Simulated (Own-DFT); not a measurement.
# Point defects and the pressure they add: D0_22 TiAl3

Source: density functional calculations with Own-DFT, an unreviewed in-house program that is no longer used. Nothing was measured or relaxed, and spin and spin-orbit coupling are left out.

Common settings: PBE; PseudoDojo norm-conserving scalar-relativistic files; cutoff 42 hartree; 4 x 4 x 4 k mesh centred on Gamma; cold (Marzari-Vanderbilt) smearing of 0.2 eV.

Keep in mind: forces on such cells failed a check on a denser k mesh; stress not checked against mesh or cutoff.

All runs share one cell, with vectors in Å (-2.365, -6.981, 4.326); (-7.667, 3.491, 1.442); (-2.950, -3.488, -7.241) and a volume of 625.4 Å³. u is the rms random offset of the atoms per axis. The defect's site can differ from row to row.

| cell | formula | u (Å) | P (GPa) |
|---|---|---|---|
| no defect | Al30Ti10 | 0.0187 | 1.96 |
| no defect | Al30Ti10 | 0.0188 | 1.96 |
| no defect | Al30Ti10 | 0.0495 | 2.57 |
| two Al vacancies | Al28Ti10 | 0.0284 | 1.32 |
| two Al vacancies | Al28Ti10 | 0.0295 | 1.09 |
| two Al vacancies | Al28Ti10 | 0.0486 | 1.63 |
| two Ti on an Al site each | Al28Ti12 | 0.0277 | 3.05 |
| two Ti on an Al site each | Al28Ti12 | 0.0311 | 3.18 |
| two Ti on an Al site each | Al28Ti12 | 0.0508 | ? |
| two Ti on an Al site each | Al28Ti12 | 0.0517 | 3.99 |
| two Al on a Ti site each | Al32Ti8 | 0.0321 | 2.96 |
| two Al on a Ti site each | Al32Ti8 | 0.0482 | 3.31 |
| two Al on a Ti site each | Al32Ti8 | 0.0511 | 3.53 |

## Fit

P = P0 + c u² + a shift for each defect gives P0 = 1.80 GPa, c = 348 ± 43 GPa/Å² and a scatter of 0.12 GPa. The shifts, and each times the cell's volume:

- two Ti on an Al site each: 1.10 ± 0.10 GPa, 4.3 eV (2.1 eV for each of its 2 sites)
- two Al on a Ti site each: 0.77 ± 0.11 GPa, 3.0 eV (1.5 eV for each of its 2 sites)
- two Al vacancies: -0.92 ± 0.10 GPa, -3.6 eV (-1.8 eV for each of its 2 sites)

Positive is outwards. The product with the volume (160.2 GPa Å³ to the eV) is nearly free of the cell's size; divided by the bulk modulus at the cell's pressure it gives the volume that the defect adds. The atoms around the defects weren't relaxed, which would change these numbers.

## Prediction

Question: what pressure belongs in the blank (two Ti on an Al site each, u = 0.0508 Å)?

The fitted form gives 3.79 ± 0.15 GPa. Computed: 3.89 GPa.
